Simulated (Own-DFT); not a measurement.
## Calculated data, Hf16O31 (monoclinic hafnia with two neutral oxygen vacancies, atoms displaced)

A calculation, not a measurement: plane-wave PBE and HSE06 DFT by an unreviewed code, no spin, of a simulated cell at Gamma alone, so results move with cell size and shape, stress positive in tension, energies less offsets, not probed for a lower state with spin; hafnium file: forces about 75 meV/angstrom off all-electron values; oxygen file: force components 24 meV/angstrom off all-electron in a glass; k mesh not checked against a denser one; forces and stress are PBE's, HSE06 gives the energy alone, and its difference from PBE has offsets of its own; offsets are fitted by least squares, one for each functional and potential file, so energies compare only between cells with the same atoms and settings and are not formation energies; the far tail of each file's local potential was reset to the Coulomb form; each entry is a single point on an unrelaxed cell, so the pressure reflects the starting lattice, mostly measured values, from which strain is counted, and rises with the displacements; printed positions are rounded, which can move forces by about a meV/angstrom; the program is a retired in-house code; no spin-orbit coupling. Program: Own-DFT development build.

Common to all runs: first functional PBE; second functional HSE06; exact exchange share 0.25; screening 0.11 1/bohr; exchange divergence Gygi-Baldereschi; potential files PseudoDojo norm-conserving, scalar-relativistic, made for PBE, standard set; wave cutoff 48 hartree; occupations fixed; k mesh 1 x 1 x 1 centred on Gamma.

(1) 
```cif
# cell vector a (Å): 10.2340 0.0000 0.0000
# cell vector b (Å): 0.0000 10.3500 0.0000
# cell vector c (Å): -1.6955 0.0000 10.4453
data_Hf16O31
_symmetry_space_group_name_H-M 'P 1'
_symmetry_Int_Tables_number 1
_cell_length_a 10.2340
_cell_length_b 10.3500
_cell_length_c 10.5820
_cell_angle_alpha 90.000
_cell_angle_beta 99.220
_cell_angle_gamma 90.000
_cell_volume 1106.39
loop_
_atom_site_label
_atom_site_type_symbol
_atom_site_fract_x
_atom_site_fract_y
_atom_site_fract_z
_atom_site_occupancy
Hf1 Hf 0.13000 0.01619 0.09533 1
Hf2 Hf 0.35135 0.26984 0.15058 1
Hf3 Hf 0.35481 0.47788 0.39452 1
Hf4 Hf 0.12653 0.22663 0.35425 1
O1 O 0.04130 0.16252 0.17657 1
O2 O 0.46342 0.41981 0.07395 1
O3 O 0.46836 0.33568 0.33225 1
O4 O 0.03916 0.09605 0.42351 1
O5 O 0.21999 0.38691 0.24854 1
O6 O 0.28183 0.12672 0.01139 1
O7 O 0.27262 0.12190 0.26412 1
O8 O 0.22381 0.37358 0.49760 1
Hf5 Hf 0.13237 0.01027 0.60169 1
Hf6 Hf 0.36090 0.27077 0.63674 1
Hf7 Hf 0.35131 0.47805 0.89334 1
Hf8 Hf 0.13584 0.23513 0.85676 1
O9 O 0.02823 0.15985 0.67178 1
O10 O 0.46364 0.41398 0.57901 1
O11 O 0.46766 0.33919 0.83254 1
O12 O 0.04209 0.08901 0.92241 1
O13 O 0.22712 0.38329 0.73568 1
O14 O 0.28229 0.13189 0.51443 1
O15 O 0.28157 0.12249 0.76232 1
O16 O 0.22784 0.37422 0.98679 1
Hf9 Hf 0.14458 0.51850 0.10361 1
Hf10 Hf 0.36009 0.77660 0.13997 1
Hf11 Hf 0.35595 0.97981 0.39917 1
Hf12 Hf 0.13730 0.73084 0.35299 1
O17 O 0.03614 0.66325 0.16782 1
O18 O 0.46516 0.91350 0.08056 1
O19 O 0.45669 0.83433 0.32655 1
O20 O 0.04018 0.58154 0.42720 1
O21 O 0.22269 0.88553 0.25353 1
O22 O 0.26716 0.62989 0.00800 1
O23 O 0.27946 0.61327 0.25832 1
O24 O 0.22488 0.87037 0.48936 1
Hf13 Hf 0.14218 0.52289 0.60822 1
Hf14 Hf 0.36250 0.76475 0.64432 1
Hf15 Hf 0.36152 0.97936 0.89509 1
Hf16 Hf 0.13012 0.73214 0.84813 1
O25 O 0.04358 0.66676 0.67697 1
O26 O 0.46038 0.91680 0.58968 1
O27 O 0.46396 0.83563 0.82585 1
O28 O 0.03498 0.58011 0.92323 1
O29 O 0.22461 0.88502 0.74614 1
O30 O 0.28153 0.62614 0.50600 1
O31 O 0.28300 0.62424 0.76336 1
O32 O 0.22771 0.87643 0.99032 1
Hf17 Hf 0.63472 0.02574 0.11242 1
Hf18 Hf 0.85698 0.27429 0.14398 1
Hf19 Hf 0.86019 0.48402 0.40250 1
Hf20 Hf 0.63439 0.22444 0.35462 1
O33 O 0.53081 0.16384 0.17999 1
O34 O 0.97135 0.42006 0.07780 1
O35 O 0.96246 0.33675 0.32367 1
O36 O 0.54159 0.08866 0.42697 1
O37 O 0.73006 0.37622 0.24474 1
O38 O 0.77603 0.11902 0.00818 1
O39 O 0.77177 0.11926 0.26515 1
O40 O 0.72819 0.37330 0.48510 1
Hf21 Hf 0.63277 0.02022 0.61135 1
Hf22 Hf 0.85893 0.27775 0.64555 1
Hf23 Hf 0.86105 0.48577 0.88944 1
Hf24 Hf 0.63931 0.22955 0.86506 1
O41 O 0.52828 0.16526 0.66111 1
O42 O 0.96207 0.41183 0.57923 1
O43 O 0.96894 0.33176 0.82178 1
O44 O 0.54308 0.08500 0.92197 1
O45 O 0.72229 0.38471 0.74587 1
O46 O 0.78143 0.13751 0.50538 1
O47 O 0.77323 0.11541 0.75648 1
O48 O 0.72810 0.36817 0.98533 1
Hf25 Hf 0.63832 0.53173 0.10655 1
Hf26 Hf 0.85527 0.76794 0.15318 1
Hf27 Hf 0.85077 0.98227 0.39856 1
Hf28 Hf 0.63825 0.72863 0.35489 1
O49 O 0.96606 0.92608 0.08164 1
O50 O 0.96304 0.83156 0.32523 1
O51 O 0.53749 0.58936 0.42766 1
O52 O 0.72596 0.88606 0.23537 1
O53 O 0.77749 0.62830 0.01289 1
O54 O 0.72254 0.87687 0.47767 1
Hf29 Hf 0.63978 0.51852 0.60334 1
Hf30 Hf 0.86311 0.77660 0.64363 1
Hf31 Hf 0.87097 0.97773 0.89546 1
Hf32 Hf 0.64500 0.73141 0.85185 1
O55 O 0.53221 0.66321 0.67040 1
O56 O 0.96842 0.92314 0.58196 1
O57 O 0.96375 0.83902 0.82305 1
O58 O 0.53172 0.58999 0.92476 1
O59 O 0.72081 0.88289 0.74143 1
O60 O 0.77741 0.62491 0.51948 1
O61 O 0.76621 0.62135 0.75438 1
O62 O 0.71923 0.87523 0.98216 1
_calc_PBE_energy_of_cell_above_offsets '-87.443'  # eV
_calc_HSE06_less_PBE_above_offsets '0.781'  # eV
_calc_PBE_pressure 4.79  # GPa
_calc_PBE_stress_xx -4.46  # GPa
_calc_PBE_stress_yy -5.2  # GPa
_calc_PBE_stress_zz -4.7  # GPa
_calc_PBE_stress_yz 0.76  # GPa
_calc_PBE_stress_xz 0.21  # GPa
_calc_PBE_stress_xy -1.51  # GPa
```

Force:
```
element  x (eV/Å)  y (eV/Å)  z (eV/Å)
     Hf     2.438     1.492     2.501
     Hf     1.541    -0.056     0.248
     Hf     1.232     -0.22     0.746
     Hf     2.493     2.202    -0.309
      O    -1.486      0.91    -0.915
      O     0.125     0.051     1.274
      O    -0.809     0.207     -0.65
      O    -2.778    -3.765      1.28
      O     0.475     -1.31    -1.105
      O    -0.269     0.863     0.473
      O     0.731     0.296    -0.181
      O    -0.393    -0.025    -1.181
     Hf     2.866     3.918     1.386
     Hf    -0.275    -0.275     2.219
     Hf      3.26     0.372     0.119
     Hf     1.841    -1.342    -1.949
      O     0.573     0.207     0.359
      O     1.046      0.99    -0.557
      O     0.085    -0.498    -0.337
      O    -1.267    -0.973     -0.11
      O    -0.788    -0.276     0.761
      O    -0.687    -1.143    -1.031
      O    -0.786     0.253     0.101
      O    -1.244    -0.774     0.893
     Hf    -1.105     0.641     0.693
     Hf     -0.52    -0.881      1.55
     Hf     0.974      1.08     0.035
     Hf       0.4    -0.828    -0.779
      O    -0.651     1.061     0.736
      O     0.718     0.502     -0.21
      O     1.468    -0.815    -0.309
      O    -0.577     0.386    -0.107
      O    -0.169    -0.871      -1.9
      O       0.8     0.856    -0.064
      O    -0.176     1.692     -0.27
      O    -0.808     -0.37     0.558
     Hf     0.592    -1.359     -1.09
     Hf     0.528     0.555     1.051
     Hf     0.884     1.002    -0.733
     Hf     2.219    -0.598     2.057
      O    -1.976      1.01    -0.832
      O     0.624     0.395     -1.16
      O     0.519    -0.443     0.169
      O     0.006     0.901    -1.311
      O    -0.658    -1.088    -0.713
      O    -0.734     0.534     0.609
      O     -0.99     0.279     -0.61
      O    -0.874    -0.865    -0.126
     Hf     0.524    -0.541    -2.054
     Hf     1.635     0.109     0.177
     Hf     0.821    -1.319     -1.21
     Hf     0.569     1.868     0.619
      O    -0.577      0.34    -0.739
      O    -1.277    -1.148    -0.406
      O    -0.219     0.398     0.178
      O    -1.546     -2.09     0.223
      O     -0.46     1.679    -1.306
      O     0.415     1.441     1.315
      O     0.535     0.326    -0.953
      O    -0.954     0.221     0.909
     Hf    -0.293     1.385     -0.85
     Hf    -0.038    -2.384      0.06
     Hf     0.207    -1.564     1.517
     Hf    -0.403     0.182    -2.466
      O      0.96     0.242     1.307
      O      1.48     1.791    -0.181
      O    -1.245     1.459     0.775
      O    -1.632    -0.994      0.72
      O     0.598    -0.494    -0.829
      O    -0.158    -0.994      0.62
      O     0.094     0.694      0.73
      O     0.416     0.523     1.202
     Hf    -1.918    -1.635    -0.919
     Hf     0.846     0.349    -1.107
     Hf     1.967     1.316    -1.106
     Hf    -1.721    -0.327    -0.138
      O    -1.755    -1.902    -0.593
      O    -0.316      0.39     0.879
      O     -0.05    -0.111    -1.007
      O    -0.083    -0.787     0.805
      O     0.225     -0.09     0.088
      O    -0.147    -0.754     1.887
     Hf    -1.916    -0.349     0.003
     Hf    -0.763    -0.677    -0.156
     Hf     -2.94     2.133     0.435
     Hf    -2.972     0.282     0.699
      O     0.254     0.175      0.16
      O    -2.632    -2.117    -0.763
      O     0.485    -1.196    -0.393
      O     0.553     0.287     0.765
      O     1.205    -1.354     -0.83
      O     1.061     1.424    -0.845
      O     1.749     0.595     0.719
      O     0.993    -0.657     0.772
```

(2) 
```cif
# cell vector a (Å): 10.2340 0.0000 0.0000
# cell vector b (Å): 0.0000 10.3500 0.0000
# cell vector c (Å): -1.6955 0.0000 10.4453
data_Hf16O31
_symmetry_space_group_name_H-M 'P 1'
_symmetry_Int_Tables_number 1
_cell_length_a 10.2340
_cell_length_b 10.3500
_cell_length_c 10.5820
_cell_angle_alpha 90.000
_cell_angle_beta 99.220
_cell_angle_gamma 90.000
_cell_volume 1106.39
loop_
_atom_site_label
_atom_site_type_symbol
_atom_site_fract_x
_atom_site_fract_y
_atom_site_fract_z
_atom_site_occupancy
Hf1 Hf 0.14197 0.02012 0.10051 1
Hf2 Hf 0.35963 0.26975 0.14608 1
Hf3 Hf 0.37295 0.48372 0.40024 1
Hf4 Hf 0.14774 0.22215 0.35691 1
O1 O 0.03444 0.16437 0.17946 1
O2 O 0.46245 0.42447 0.07487 1
O3 O 0.46842 0.33390 0.31750 1
O4 O 0.03656 0.09242 0.42716 1
O5 O 0.23202 0.37385 0.23815 1
O6 O 0.27596 0.13456 0.01404 1
O7 O 0.27499 0.11317 0.25980 1
O8 O 0.21984 0.37214 0.48559 1
Hf5 Hf 0.14319 0.01737 0.59930 1
Hf6 Hf 0.35861 0.26301 0.65035 1
Hf7 Hf 0.35995 0.48894 0.88410 1
Hf8 Hf 0.14305 0.23702 0.85485 1
O9 O 0.04482 0.16515 0.67885 1
O10 O 0.46737 0.42124 0.57974 1
O11 O 0.46616 0.33375 0.82525 1
O12 O 0.04802 0.08263 0.92382 1
O13 O 0.21995 0.37478 0.73774 1
O14 O 0.28073 0.12811 0.50653 1
O15 O 0.27240 0.12184 0.75461 1
O16 O 0.22478 0.36626 0.98755 1
Hf9 Hf 0.14027 0.52427 0.10494 1
Hf10 Hf 0.35945 0.76125 0.14553 1
Hf11 Hf 0.35654 0.98204 0.40300 1
Hf12 Hf 0.14200 0.73487 0.35574 1
O17 O 0.03415 0.66154 0.16007 1
O18 O 0.46570 0.91960 0.08004 1
O19 O 0.46259 0.83200 0.32747 1
O20 O 0.21534 0.88057 0.24404 1
O21 O 0.27606 0.63150 0.01525 1
O22 O 0.28388 0.62583 0.26191 1
O23 O 0.21375 0.87736 0.48890 1
Hf13 Hf 0.14371 0.50744 0.59980 1
Hf14 Hf 0.36233 0.77059 0.64200 1
Hf15 Hf 0.35558 0.97593 0.89352 1
Hf16 Hf 0.14104 0.73327 0.85783 1
O24 O 0.03681 0.66316 0.67292 1
O25 O 0.46090 0.91299 0.56854 1
O26 O 0.46965 0.83197 0.82510 1
O27 O 0.04138 0.59306 0.93324 1
O28 O 0.22187 0.88028 0.73724 1
O29 O 0.27631 0.64310 0.51069 1
O30 O 0.27401 0.62235 0.75563 1
O31 O 0.23518 0.86808 0.99204 1
Hf17 Hf 0.64442 0.02797 0.11181 1
Hf18 Hf 0.86887 0.26578 0.14358 1
Hf19 Hf 0.85969 0.48573 0.39760 1
Hf20 Hf 0.63421 0.22861 0.35717 1
O32 O 0.53256 0.17110 0.17775 1
O33 O 0.96966 0.41709 0.08255 1
O34 O 0.96000 0.33383 0.33118 1
O35 O 0.53407 0.08446 0.42320 1
O36 O 0.72333 0.37117 0.24154 1
O37 O 0.77402 0.12862 0.00774 1
O38 O 0.77283 0.12367 0.25850 1
O39 O 0.71547 0.36263 0.48623 1
Hf21 Hf 0.64117 0.02879 0.59960 1
Hf22 Hf 0.86452 0.26762 0.64897 1
Hf23 Hf 0.86246 0.47917 0.89402 1
Hf24 Hf 0.62893 0.22380 0.85180 1
O40 O 0.53357 0.16721 0.67021 1
O41 O 0.96184 0.32373 0.82325 1
O42 O 0.53574 0.08384 0.92495 1
O43 O 0.72301 0.38171 0.74811 1
O44 O 0.76957 0.12470 0.50059 1
O45 O 0.78235 0.12580 0.76153 1
O46 O 0.73786 0.36871 0.99341 1
Hf25 Hf 0.63223 0.52726 0.10760 1
Hf26 Hf 0.85675 0.76555 0.13554 1
Hf27 Hf 0.86076 0.98560 0.39219 1
Hf28 Hf 0.64207 0.73236 0.36062 1
O47 O 0.53329 0.66423 0.17236 1
O48 O 0.95488 0.92100 0.07144 1
O49 O 0.97100 0.81940 0.32198 1
O50 O 0.53930 0.57958 0.42453 1
O51 O 0.71487 0.87773 0.23684 1
O52 O 0.78261 0.63461 0.00626 1
O53 O 0.78056 0.62380 0.26384 1
O54 O 0.71686 0.86755 0.48742 1
Hf29 Hf 0.64300 0.50994 0.60516 1
Hf30 Hf 0.86195 0.76518 0.64359 1
Hf31 Hf 0.86055 0.98396 0.90086 1
Hf32 Hf 0.63653 0.73393 0.85325 1
O55 O 0.53301 0.66646 0.67252 1
O56 O 0.96269 0.92200 0.56555 1
O57 O 0.96273 0.83285 0.82538 1
O58 O 0.53024 0.58539 0.91893 1
O59 O 0.72966 0.87957 0.74817 1
O60 O 0.77468 0.62795 0.50501 1
O61 O 0.77827 0.62298 0.76036 1
O62 O 0.72534 0.86517 0.98487 1
_calc_PBE_energy_of_cell_above_offsets '-87.311'  # eV
_calc_HSE06_less_PBE_above_offsets '0.690'  # eV
_calc_PBE_pressure 4.58  # GPa
_calc_PBE_stress_xx -3.1  # GPa
_calc_PBE_stress_yy -5.11  # GPa
_calc_PBE_stress_zz -5.55  # GPa
_calc_PBE_stress_yz -0.16  # GPa
_calc_PBE_stress_xz -0.13  # GPa
_calc_PBE_stress_xy -0.39  # GPa
```

Force:
```
element  x (eV/Å)  y (eV/Å)  z (eV/Å)
     Hf    -0.905     0.157     0.818
     Hf     0.905     1.197    -0.646
     Hf     -0.95    -0.878     -1.42
     Hf    -1.762      2.33    -1.468
      O      1.17    -1.122    -0.469
      O    -0.255    -0.464    -0.126
      O    -0.933     1.286     1.896
      O    -0.683     -0.83    -0.385
      O    -0.773     0.556     0.495
      O     0.427    -1.313    -0.859
      O     0.185     0.808    -0.144
      O     0.855    -0.237     0.803
     Hf    -2.227     0.532     0.979
     Hf     0.568     1.349    -0.621
     Hf     0.459    -1.424      2.38
     Hf     -0.84    -1.666     0.506
      O    -1.616     0.575    -1.562
      O    -1.201    -1.134      0.17
      O     -0.96     0.412     -0.19
      O    -1.138    -0.374    -0.251
      O     0.567     0.283    -0.207
      O    -0.064     0.423      0.83
      O     1.249    -0.267     0.656
      O     0.262     1.633    -0.193
     Hf    -0.125    -1.608     0.784
     Hf     1.377     2.855     1.364
     Hf     1.813    -1.843    -2.584
     Hf    -0.375    -1.109    -1.018
      O    -0.358     1.386     1.473
      O    -0.032    -0.128    -0.385
      O    -0.115     0.018     0.392
      O     0.568    -0.453    -0.634
      O     0.604    -0.878    -1.571
      O    -0.563    -0.743     0.424
      O     0.663    -0.181    -0.006
     Hf    -1.592     2.316    -0.431
     Hf     0.661     0.102     0.992
     Hf     2.188     0.363     1.193
     Hf    -1.641     -0.58    -1.265
      O    -0.056    -0.228     -0.37
      O     0.795     0.583     1.268
      O    -1.832     1.377      0.15
      O    -0.752    -0.934    -1.615
      O     0.374    -0.187     0.501
      O    -0.679    -1.898    -0.747
      O     0.102     0.073     0.453
      O    -1.212     0.376    -0.219
     Hf    -2.307     -1.06    -1.131
     Hf    -1.043     2.406     1.083
     Hf     0.932     -1.89    -0.761
     Hf     0.726     0.704    -2.118
      O     0.801    -1.269    -0.895
      O     0.294    -0.132    -0.806
      O     0.894    -0.066     0.407
      O    -0.844    -0.448     0.438
      O    -0.209     1.327    -0.677
      O     0.153    -0.243     0.225
      O     0.599    -0.544     0.209
      O     1.095      1.32     1.907
     Hf    -0.452    -2.325     0.545
     Hf     1.063    -0.106    -0.253
     Hf      0.43     -0.03     1.075
     Hf      1.74     1.176     1.263
      O     0.078    -0.246    -0.074
      O    -0.013     1.232     0.669
      O    -0.857    -0.443    -0.256
      O     0.184    -0.526     -1.01
      O     0.991     0.061     1.324
      O    -0.906     -0.02    -0.879
      O    -0.967     0.158    -0.938
     Hf     0.987    -2.577    -0.622
     Hf     1.151     0.857     1.617
     Hf     0.937    -1.553    -0.079
     Hf    -1.283     0.022    -1.614
      O      0.06     0.618     0.447
      O     1.279    -0.073     1.275
      O    -2.086     1.766      0.48
      O      0.38     0.446    -0.269
      O     1.192     0.125     0.364
      O     -1.12    -1.691     -0.33
      O    -0.371     0.122    -0.608
      O     0.783     1.087      0.85
     Hf     0.052     1.692     0.552
     Hf     0.955     0.761     0.937
     Hf     0.792    -0.955    -1.407
     Hf     0.931    -0.843    -0.661
      O     0.551    -0.531    -0.545
      O    -0.367    -0.712     0.858
      O     0.897     0.087     0.147
      O     0.743     0.179     0.348
      O    -0.465     0.745    -1.686
      O     0.052    -0.113     0.922
      O    -0.069    -0.251    -0.444
      O    -0.516     1.247     0.985
```
